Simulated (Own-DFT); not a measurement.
## Calculated data, Si$_{3}$N$_{4}$ (beta silicon nitride, strained, atoms displaced)

A calculation, not a measurement: plane-wave PBE density functional theory by an unreviewed code, no spin, of a simulated periodic cell, stress positive in tension, free energy of the whole cell less one offset for each atom, forces on such cells moved up to 12 meV/angstrom on a denser k mesh; offsets are fitted by least squares, one for each functional and potential file, so energies compare only between cells with the same atoms and settings and are not formation energies; the far tail of each file's local potential was reset to the Coulomb form; each entry is a single point on an unrelaxed cell, so the pressure reflects the starting lattice, mostly measured values (interpolated for alloys), from which strain is counted, and rises with the displacements; printed positions are rounded, which can move forces by about a meV/angstrom; the program, named Own-DFT, is a retired in-house code; no spin-orbit coupling; before rounding, a Quantum ESPRESSO 7.3.1 run of the same cell and cutoff gave forces within 1 meV/angstrom rms on each cell, which checks the program and not the settings. Program: Own-DFT development build.

Settings shared by all entries: functional PBE; potential files PseudoDojo norm-conserving, scalar-relativistic, standard set; wave cutoff 42 hartree; occupations Fermi-Dirac; smearing width 0.1 eV; k mesh 2 x 2 x 4 centred on Gamma.

(1) Si$_{3}$N$_{4}$ (beta silicon nitride, strained, atoms displaced)

```
cell vectors (Å)
  15.0346    -0.2460    -0.0156
  -7.7304    13.0674    -0.0159
  -0.0059    -0.0105     5.8945
atoms (fractions of the cell vectors)
Si  0.09557  0.39211  0.10570
Si  0.10897  0.19647  0.11041
Si  0.29671  0.40835  0.13581
Si  0.41898  0.11670  0.38434
Si  0.37698  0.29388  0.37753
Si  0.20455  0.08250  0.37857
N   0.16322  0.01730  0.11750
N   0.48788  0.15601  0.12786
N   0.34379  0.33266  0.11255
N   0.33168  0.48036  0.36897
N   0.01564  0.34577  0.39010
N   0.15435  0.16547  0.37439
N   0.17028  0.33624  0.12990
N   0.33805  0.16529  0.38081
Si  0.08471  0.38354  0.62425
Si  0.11738  0.20260  0.62088
Si  0.30590  0.42176  0.62913
Si  0.41030  0.10877  0.87340
Si  0.38308  0.29641  0.87760
Si  0.19798  0.08446  0.86819
N   0.16759  0.01840  0.63446
N   0.48266  0.14934  0.61598
N   0.35282  0.32975  0.63584
N   0.32916  0.47666  0.86460
N   0.01881  0.35325  0.86703
N   0.15247  0.16450  0.87931
N   0.16479  0.33118  0.63271
N   0.33296  0.17333  0.86795
Si  0.09208  0.88803  0.11038
Si  0.11425  0.70032  0.11913
Si  0.29631  0.90922  0.10850
Si  0.41206  0.60988  0.36580
Si  0.37581  0.79916  0.36603
Si  0.20055  0.58575  0.37690
N   0.16293  0.51606  0.11666
N   0.48642  0.65063  0.12052
N   0.35401  0.83777  0.12602
N   0.32411  0.98336  0.36695
N   0.01367  0.85016  0.37673
N   0.15706  0.67192  0.37205
N   0.16535  0.83808  0.11513
N   0.32686  0.66021  0.38064
Si  0.08404  0.88044  0.62243
Si  0.11851  0.70065  0.62709
Si  0.29970  0.91679  0.61976
Si  0.41133  0.62191  0.87706
Si  0.37951  0.79611  0.87384
Si  0.19465  0.57971  0.88585
N   0.16747  0.51708  0.62333
N   0.47705  0.64690  0.63076
N   0.34901  0.83356  0.62884
N   0.33269  0.97836  0.87638
N   0.01547  0.85360  0.86730
N   0.15400  0.67010  0.86719
N   0.16783  0.82714  0.61167
N   0.32706  0.66099  0.85819
Si  0.58317  0.38539  0.12402
Si  0.60905  0.19768  0.11223
Si  0.79727  0.40924  0.13245
Si  0.91925  0.11905  0.36049
Si  0.88665  0.29400  0.38334
Si  0.70326  0.08644  0.37118
N   0.67054  0.02034  0.13059
N   0.98508  0.15170  0.11800
N   0.85389  0.33542  0.11680
N   0.83462  0.48121  0.37741
N   0.51490  0.35218  0.37720
N   0.64858  0.16459  0.35914
N   0.66623  0.33170  0.10492
N   0.83478  0.16922  0.37342
Si  0.59022  0.38769  0.62729
Si  0.61755  0.19870  0.63507
Si  0.79809  0.41303  0.63220
Si  0.91269  0.11297  0.87104
Si  0.88677  0.29607  0.87321
Si  0.70585  0.08741  0.87860
N   0.66492  0.01432  0.62090
N   0.98995  0.15299  0.62366
N   0.84311  0.32837  0.60546
N   0.83016  0.48754  0.87020
N   0.51778  0.34963  0.87749
N   0.65393  0.16533  0.85665
N   0.66980  0.33682  0.62126
N   0.83080  0.16362  0.87486
Si  0.58382  0.88052  0.12648
Si  0.61129  0.69673  0.11988
Si  0.80109  0.91650  0.11860
Si  0.91300  0.61672  0.36927
Si  0.89364  0.80207  0.37903
Si  0.70971  0.59174  0.37667
N   0.66851  0.51398  0.12625
N   0.97863  0.65301  0.12004
N   0.84977  0.82942  0.11401
N   0.83625  0.98771  0.36808
N   0.51548  0.84830  0.38185
N   0.64344  0.66666  0.37436
N   0.66389  0.82750  0.12905
N   0.82974  0.66452  0.37959
Si  0.59120  0.88823  0.61757
Si  0.61023  0.69832  0.63013
Si  0.80287  0.91560  0.62404
Si  0.91858  0.61880  0.87301
Si  0.87951  0.79811  0.87685
Si  0.70220  0.59113  0.87934
N   0.66237  0.51906  0.62355
N   0.98500  0.64734  0.62683
N   0.84634  0.82709  0.60581
N   0.83725  0.98230  0.87546
N   0.51376  0.85142  0.87856
N   0.65305  0.66212  0.87129
N   0.66862  0.83764  0.63348
N   0.83352  0.67229  0.88830
```

The calculation gives: free energy of cell above offsets -5.993 eV; pressure 12.29 GPa; stress xx -14.58 GPa; stress yy -15.59 GPa; stress zz -6.71 GPa; stress yz -1.35 GPa; stress xz -0.35 GPa; stress xy -7 GPa.

Force:
| element | x (eV/Å) | y (eV/Å) | z (eV/Å) |
| --- | --- | --- | --- |
| Si | -0.33 | -5.663 | 2.96 |
| Si | 4.535 | 3.197 | 2.314 |
| Si | 0.284 | 1.198 | -3.652 |
| Si | -3.133 | -0.554 | -4.258 |
| Si | 1.753 | 0.376 | -0.436 |
| Si | -0.39 | 1.84 | -0.813 |
| N | 0.277 | -0.103 | 1.155 |
| N | -4.17 | -3.389 | -1.265 |
| N | 2.474 | -1.003 | 2.57 |
| N | 0.688 | 1.265 | 1.102 |
| N | 0.584 | 0.982 | -4.056 |
| N | -0.808 | -0.398 | -0.863 |
| N | -3.206 | -2.717 | -0.343 |
| N | -1.026 | -0.374 | -0.537 |
| Si | 3.411 | 0.071 | -0.442 |
| Si | 2.44 | 1.11 | 0.329 |
| Si | -0.303 | -6.285 | -2.793 |
| Si | -1.859 | 4.055 | 0.445 |
| Si | 1.233 | 2.064 | 0.356 |
| Si | 1.386 | 2.837 | 2.371 |
| N | 0.038 | -3.678 | -2.974 |
| N | 2.509 | 0.008 | 4.893 |
| N | -3.308 | 2.708 | -2.632 |
| N | 0.214 | 5.417 | 6.111 |
| N | -0.703 | -0.406 | 1.444 |
| N | -2.118 | 0.291 | -1.542 |
| N | 0.912 | 1.748 | -0.478 |
| N | 2.431 | -6.084 | 0.566 |
| Si | -3.034 | -0.655 | 0.917 |
| Si | -0.973 | 1.589 | 0.561 |
| Si | -0.664 | 0.49 | 3.745 |
| Si | -1.492 | 2.317 | 1.325 |
| Si | 4.22 | -2.609 | 3.719 |
| Si | -1.006 | -0.496 | 0.154 |
| N | -0.473 | 1.122 | 3.712 |
| N | -3.537 | -1.67 | -0.144 |
| N | -1.742 | 0.52 | -2.057 |
| N | 1.694 | 0.22 | -0.185 |
| N | 5.848 | 2.59 | -1.604 |
| N | -0.56 | -1.051 | -0.954 |
| N | 2.168 | -3.502 | -0.11 |
| N | 2.816 | 2.902 | -1.321 |
| Si | 1.971 | 0.55 | 0.225 |
| Si | -1.202 | 0.084 | -1.872 |
| Si | -0.122 | -2.124 | -1.215 |
| Si | 0.445 | -3.093 | -0.227 |
| Si | 1.957 | -1.028 | -0.582 |
| Si | 0.562 | 3.364 | -5.07 |
| N | -1.201 | -1.165 | 0.57 |
| N | 1.313 | 0.42 | -1.348 |
| N | -1.008 | 1.211 | -1.22 |
| N | 0.327 | 1.997 | -1.759 |
| N | -0.02 | -0.293 | 0.449 |
| N | 0.741 | -1.583 | 2.692 |
| N | -2.206 | 2.822 | 0.495 |
| N | -1.109 | 2.178 | 1.531 |
| Si | 2.364 | -1.009 | 0.996 |
| Si | 4.885 | 3.284 | 0.538 |
| Si | -0.53 | 0.575 | -1.728 |
| Si | -2.39 | 0.477 | 3.163 |
| Si | -1.786 | 2.101 | -2.639 |
| Si | -1.163 | 1.474 | 1.361 |
| N | -0.273 | -3.179 | -2.031 |
| N | -1.69 | -0.804 | -1.037 |
| N | 0.757 | -0.133 | 0.867 |
| N | 0.497 | 1.656 | -0.139 |
| N | -0.522 | -0.331 | -0.277 |
| N | 0.1 | -0.763 | 1.649 |
| N | -0.876 | -0.629 | 0.794 |
| N | 2.117 | -2.714 | -0.054 |
| Si | -0.345 | -0.725 | -0.43 |
| Si | -1.557 | 3.159 | -5.669 |
| Si | 0.773 | 0.373 | -1.003 |
| Si | -0.633 | 1.543 | -1.336 |
| Si | -2.218 | 0.375 | -0.856 |
| Si | -2.504 | -2.036 | -0.928 |
| N | 0.203 | 2.713 | 0.669 |
| N | -2.919 | -2.046 | -0.249 |
| N | 0.684 | 0.553 | 3.745 |
| N | 1.509 | -0.315 | 1.573 |
| N | -1.21 | -0.191 | -0.805 |
| N | 0.311 | -1.428 | 4.176 |
| N | -1.514 | -2.826 | 0.098 |
| N | 3.886 | 1.733 | -0.21 |
| Si | 1.305 | 0.672 | 0.39 |
| Si | 3.274 | 1.805 | 0.423 |
| Si | -0.332 | -3.674 | 1.858 |
| Si | -1.356 | -1.527 | 1.556 |
| Si | -5.634 | -3.886 | -2.824 |
| Si | -6.386 | -3.959 | -0.306 |
| N | -0.602 | 2.224 | 0.172 |
| N | 3.666 | 1.101 | 1.5 |
| N | -2.208 | 2.847 | 3.716 |
| N | 0.747 | -0.402 | 0.451 |
| N | -1.95 | -0.496 | -1.627 |
| N | 1.93 | -1.649 | 0.31 |
| N | 0.03 | 2.285 | -0.569 |
| N | 5.701 | 4.513 | 0.049 |
| Si | -0.69 | -2.605 | 1.822 |
| Si | 0.815 | 1.62 | -0.844 |
| Si | -0.449 | -1.77 | -1.715 |
| Si | -4.636 | -1.056 | -1.118 |
| Si | 1.939 | -0.402 | -2.991 |
| Si | 3.585 | -3.835 | -0.231 |
| N | 0.418 | 0.564 | 0.489 |
| N | 0.566 | 0.598 | -1.515 |
| N | -1.649 | 2.349 | 3.07 |
| N | 0.438 | 1.068 | -1.024 |
| N | 0.077 | -0.105 | -0.874 |
| N | -5.192 | 2.791 | 0.472 |
| N | 0.64 | -1.73 | -0.013 |
| N | 2.473 | -1.851 | -0.824 |

(2) Si$_{3}$N$_{4}$ (beta silicon nitride, strained, atoms displaced)

```
cell vectors (Å)
  15.3381     0.0546    -0.0609
  -7.6218    13.2101    -0.0890
  -0.0233    -0.0528     5.8349
atoms (fractions of the cell vectors)
Si  0.09047  0.38168  0.12598
Si  0.11453  0.20051  0.11363
Si  0.30215  0.40930  0.13372
Si  0.41466  0.11356  0.39200
Si  0.37642  0.29070  0.37956
Si  0.20434  0.08389  0.37197
N   0.16813  0.01560  0.12702
N   0.48218  0.14924  0.12405
N   0.35197  0.33259  0.14220
N   0.32786  0.48602  0.37938
N   0.01471  0.35009  0.39182
N   0.14453  0.16247  0.37467
N   0.16100  0.33103  0.13665
N   0.33684  0.16622  0.37932
Si  0.08478  0.38540  0.61946
Si  0.11495  0.19913  0.63354
Si  0.29310  0.41262  0.62268
Si  0.40602  0.10672  0.87200
Si  0.38564  0.29610  0.89805
Si  0.19632  0.08845  0.86376
N   0.16490  0.01674  0.61157
N   0.48060  0.14582  0.62777
N   0.35207  0.33692  0.62481
N   0.33680  0.48283  0.87143
N   0.02397  0.35623  0.90160
N   0.14885  0.16490  0.88218
N   0.16773  0.33917  0.62999
N   0.33388  0.16709  0.89547
Si  0.08516  0.87931  0.11732
Si  0.11543  0.70226  0.12405
Si  0.29943  0.91004  0.11937
Si  0.41396  0.61892  0.38025
Si  0.38339  0.79865  0.38013
Si  0.19958  0.57818  0.37156
N   0.16931  0.51384  0.12090
N   0.48647  0.65340  0.10776
N   0.34946  0.82945  0.12525
N   0.33292  0.98131  0.37175
N   0.02070  0.85204  0.39397
N   0.15452  0.66128  0.37124
N   0.16591  0.83634  0.11908
N   0.33242  0.66673  0.36648
Si  0.08724  0.88126  0.60749
Si  0.11956  0.70655  0.61120
Si  0.30129  0.91257  0.62602
Si  0.40845  0.61108  0.85896
Si  0.37885  0.79521  0.87951
Si  0.20391  0.58711  0.90061
N   0.16697  0.51764  0.60860
N   0.49139  0.65717  0.60359
N   0.34879  0.83476  0.62735
N   0.33097  0.98161  0.87618
N   0.01400  0.84826  0.86381
N   0.15646  0.66598  0.88055
N   0.17211  0.82900  0.63601
N   0.33539  0.66384  0.86067
Si  0.58691  0.38322  0.14262
Si  0.61770  0.20206  0.13092
Si  0.79786  0.41552  0.12428
Si  0.91960  0.11561  0.38198
Si  0.88998  0.30104  0.38055
Si  0.70628  0.08826  0.37212
N   0.65791  0.01250  0.11979
N   0.98540  0.15535  0.12248
N   0.85091  0.33369  0.12151
N   0.83701  0.49036  0.37408
N   0.51496  0.35578  0.35062
N   0.65513  0.16891  0.37516
N   0.66760  0.33663  0.12415
N   0.83711  0.16960  0.36984
Si  0.58505  0.38380  0.62472
Si  0.60961  0.19445  0.62600
Si  0.79500  0.40870  0.62844
Si  0.91513  0.11879  0.87986
Si  0.88722  0.29656  0.87239
Si  0.69739  0.08042  0.87368
N   0.66900  0.01765  0.62416
N   0.98785  0.15046  0.62194
N   0.84767  0.33368  0.61067
N   0.83487  0.47782  0.87859
N   0.51655  0.34719  0.87487
N   0.65611  0.17197  0.89243
N   0.66072  0.32741  0.62583
N   0.83598  0.16177  0.88363
Si  0.58396  0.88143  0.12506
Si  0.61375  0.70152  0.12168
Si  0.80033  0.91122  0.12587
Si  0.91875  0.62101  0.37041
Si  0.89024  0.79916  0.36952
Si  0.70284  0.58792  0.37218
N   0.66062  0.51117  0.12957
N   0.97770  0.64252  0.12169
N   0.84375  0.83016  0.11007
N   0.83467  0.98254  0.37968
N   0.51907  0.85526  0.37048
N   0.64721  0.66621  0.39031
N   0.66502  0.82883  0.11602
N   0.83822  0.66836  0.37136
Si  0.58648  0.88444  0.62492
Si  0.61579  0.70500  0.63032
Si  0.79896  0.91228  0.61608
Si  0.91105  0.61190  0.88215
Si  0.88335  0.79906  0.87895
Si  0.70408  0.58578  0.87347
N   0.66675  0.51680  0.63910
N   0.99010  0.65546  0.62742
N   0.84646  0.83074  0.61973
N   0.83545  0.99009  0.87059
N   0.51718  0.84787  0.87756
N   0.65070  0.66442  0.88222
N   0.66716  0.83666  0.62585
N   0.83709  0.67331  0.88425
```

Results for Si$_{3}$N$_{4}$ (beta silicon nitride, strained, atoms displaced): free energy of cell above offsets -9.386 eV; pressure 4 GPa; stress xx -2.56 GPa; stress yy -2.06 GPa; stress zz -7.38 GPa; stress yz -3.86 GPa; stress xz -1.34 GPa; stress xy 2.57 GPa.

Force:
| element | x (eV/Å) | y (eV/Å) | z (eV/Å) |
| --- | --- | --- | --- |
| Si | -0.821 | 1.867 | 3.955 |
| Si | -2.005 | 1.497 | 4.471 |
| Si | -3.291 | 1.575 | -0.723 |
| Si | -1.514 | -0.394 | -5.234 |
| Si | 3.02 | 1.23 | 2.15 |
| Si | -0.549 | 2.539 | -0.655 |
| N | -0.937 | -1.384 | -2.362 |
| N | 1.071 | -0.532 | 0.952 |
| N | -1.806 | 0.552 | -1.935 |
| N | 1.13 | 0.188 | -0.662 |
| N | 0.191 | 0.101 | -3.596 |
| N | 1.722 | -0.554 | -0.227 |
| N | 5.527 | -0.827 | -0.447 |
| N | -0.994 | -1.529 | 0.508 |
| Si | 2.352 | 1.796 | 4.05 |
| Si | -0.769 | 2.981 | -2.403 |
| Si | 1.295 | -0.221 | 0.059 |
| Si | 0.047 | 3.519 | 2.252 |
| Si | 1.42 | 0.499 | -3.509 |
| Si | 4.271 | -1.404 | 2 |
| N | 0.027 | -1.521 | 2.022 |
| N | 1.532 | -0.145 | 2.274 |
| N | -0.55 | -0.472 | 1.502 |
| N | 0.123 | -0.819 | 1.411 |
| N | -4.249 | -1.937 | -6.659 |
| N | 0.052 | 0.005 | -1.976 |
| N | -0.176 | -3.227 | 0.216 |
| N | -1.399 | -1.609 | -1.165 |
| Si | -0.827 | 2.448 | 0.068 |
| Si | 0.382 | -0.541 | -0.229 |
| Si | -1.436 | -0.19 | 0.945 |
| Si | -0.416 | -0.328 | -3.864 |
| Si | 2.273 | -1.606 | -0.337 |
| Si | 1.504 | 3.459 | -0.366 |
| N | -0.211 | -2.202 | 1.517 |
| N | -1.398 | -1.386 | 1.359 |
| N | -1.978 | 1.638 | 0.643 |
| N | 0.458 | 0.301 | 0.846 |
| N | -4.124 | -2.162 | -8.803 |
| N | -2.724 | 1.647 | -0.676 |
| N | 2.065 | -2.173 | 0.494 |
| N | -0.06 | 0.368 | 0.328 |
| Si | 4.541 | 1.951 | 8.009 |
| Si | 1.421 | -3.741 | 1.867 |
| Si | -1.839 | -0.216 | -1.05 |
| Si | 2.592 | 1.615 | 0.909 |
| Si | 3.729 | -1.441 | -1.73 |
| Si | 1.224 | 0.813 | -5.525 |
| N | -0.442 | -2.246 | 4.685 |
| N | -1.994 | -1.425 | 3.26 |
| N | 1.26 | -0.258 | 0.306 |
| N | 0.442 | -0.823 | -0.254 |
| N | 0.363 | 0.745 | 0.691 |
| N | -2.023 | 0.956 | -0.482 |
| N | -2.111 | 3.663 | -0.935 |
| N | -2.329 | 0.773 | 0.572 |
| Si | 2.269 | 0.478 | -5.785 |
| Si | -2.393 | 1.829 | 0.301 |
| Si | 0.383 | -2.052 | 1.837 |
| Si | -3.049 | -0.115 | -2.2 |
| Si | -1.594 | -1.677 | -2.756 |
| Si | 0.458 | 0.406 | -0.216 |
| N | 0.596 | 0.318 | 0.989 |
| N | 1.495 | -0.47 | 1.145 |
| N | -0.128 | 0.645 | 0.515 |
| N | 0.14 | -1.362 | 1.098 |
| N | -3.068 | -2.142 | 6.922 |
| N | -0.278 | -1.087 | 1.21 |
| N | 0.91 | -1.24 | 0.547 |
| N | 0.806 | -1.227 | 0.554 |
| Si | 0.146 | -0.009 | -0.292 |
| Si | 1.286 | 2.34 | 1.143 |
| Si | -1.681 | 0.318 | -1.949 |
| Si | 0.347 | -1.345 | -1.266 |
| Si | -0.262 | -0.465 | 0.82 |
| Si | 1.316 | 3.02 | 1.321 |
| N | -0.803 | -1.142 | -1.348 |
| N | 0.307 | 0.067 | 2.45 |
| N | 1.193 | -0.235 | 2.839 |
| N | -0.202 | 2.909 | -1.359 |
| N | -1.177 | 0.028 | 0.556 |
| N | 0.766 | -1.997 | -3.432 |
| N | 0.546 | 0.598 | -0.262 |
| N | -3.366 | 2.196 | -0.8 |
| Si | 2.318 | 0.158 | -0.361 |
| Si | 0.292 | -0.424 | 1.36 |
| Si | -3.459 | 1.012 | -1.555 |
| Si | -1.264 | -1.964 | 2.403 |
| Si | -1.841 | -1.158 | 0.749 |
| Si | 0.002 | 0.524 | 1.318 |
| N | 0.598 | 2.477 | -0.669 |
| N | 4.077 | 2.497 | 0.674 |
| N | 1.789 | 0.493 | 3.405 |
| N | 0.703 | 1.495 | -1.695 |
| N | -2.487 | -1.156 | 1.299 |
| N | 1.804 | -0.961 | -2.636 |
| N | 0.293 | 2.524 | 0.61 |
| N | -1.292 | 0.459 | 0.046 |
| Si | 0.729 | 0.291 | 0.434 |
| Si | 1.316 | 0.993 | 0.925 |
| Si | -1.387 | -0.365 | 2.427 |
| Si | -1.437 | 0.275 | -3.216 |
| Si | 1.136 | -0.526 | -3.295 |
| Si | -0.289 | 1.751 | 2.947 |
| N | 0.199 | -1.553 | -3.611 |
| N | -0.398 | -0.702 | 0.127 |
| N | 0.817 | 0.502 | -0.267 |
| N | 0.982 | -2.316 | 0.701 |
| N | -2.729 | -0.436 | -1.606 |
| N | 0.082 | -0.178 | -1.151 |
| N | 0.868 | -0.26 | -0.101 |
| N | 0.555 | -3.454 | -0.363 |
